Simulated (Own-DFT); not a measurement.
# One host, several defects: zincblende GaAs

The numbers are computed, not measured, by runs of the plane-wave DFT program Own-DFT (in-house, retired, unreviewed) at fixed positions, with no spin and no spin-orbit coupling.

Settings: PBE; PseudoDojo norm-conserving scalar-relativistic files; cutoff 42 hartree; 3 x 3 x 3 k mesh centred on Gamma; Fermi-Dirac smearing of 0.1 eV.

Known weak points (not all hold for every row): not probed for a lower state with spin; forces not confirmed at this smearing and k mesh; stress not checked against mesh or cutoff.

All runs share one cell, with vectors in Å (11.737, 0.000, 0.000); (0.000, 11.737, 0.000); (0.000, 0.000, 10.919) and a volume of 1504.3 Å³, strained against the parent crystal. Atoms were moved at random from their sites; u is the rms move along one axis. The defect's site can differ from row to row.

```
cell,formula,u (Å),P (GPa)
no defect,As32Ga32,0.0290,0.75
no defect,As32Ga32,0.0300,0.76
no defect,As32Ga32,0.0528,1.11
one Al on a Ga site,AlAs32Ga31,0.0291,0.73
one Al on a Ga site,AlAs32Ga31,0.0311,0.74
one Al on a Ga site,AlAs32Ga31,0.0494,1.08
one In on a Ga site,As32Ga31In,0.0300,1.34
one In on a Ga site,As32Ga31In,0.0303,1.32
one In on a Ga site,As32Ga31In,0.0478,1.73
one In on a Ga site,As32Ga31In,0.0521,?
one P on an As site,As31Ga32P,0.0301,0.52
one P on an As site,As31Ga32P,0.0482,0.86
one P on an As site,As31Ga32P,0.0525,0.82
one As vacancy and one Ga vacancy,As31Ga31,0.0279,0.49
one As vacancy and one Ga vacancy,As31Ga31,0.0289,0.42
one As vacancy and one Ga vacancy,As31Ga31,0.0563,1.01
```

## Fit

P = P0 + c u² + a shift for each defect gives P0 = 0.54 GPa, c = 220 ± 16 GPa/Å² and a scatter of 0.05 GPa. The shifts, and each times the cell's volume:

- one In on a Ga site: 0.62 ± 0.04 GPa, 5.8 eV
- one Al on a Ga site: -0.01 ± 0.04 GPa, -0.1 eV (not resolved)
- one P on an As site: -0.25 ± 0.04 GPa, -2.3 eV
- one As vacancy and one Ga vacancy: -0.25 ± 0.04 GPa, -2.4 eV

Against the defect-free cell, a freed cell would be larger where the shift is positive and smaller where it is negative (160.2 GPa Å³ is 1 eV). The atoms around the defects weren't relaxed, which would change these numbers.

## Prediction

Question: what pressure belongs in the blank (one In on a Ga site, u = 0.0521 Å)?

Estimate: 1.76 ± 0.06 GPa. The calculation gave 1.62 GPa.
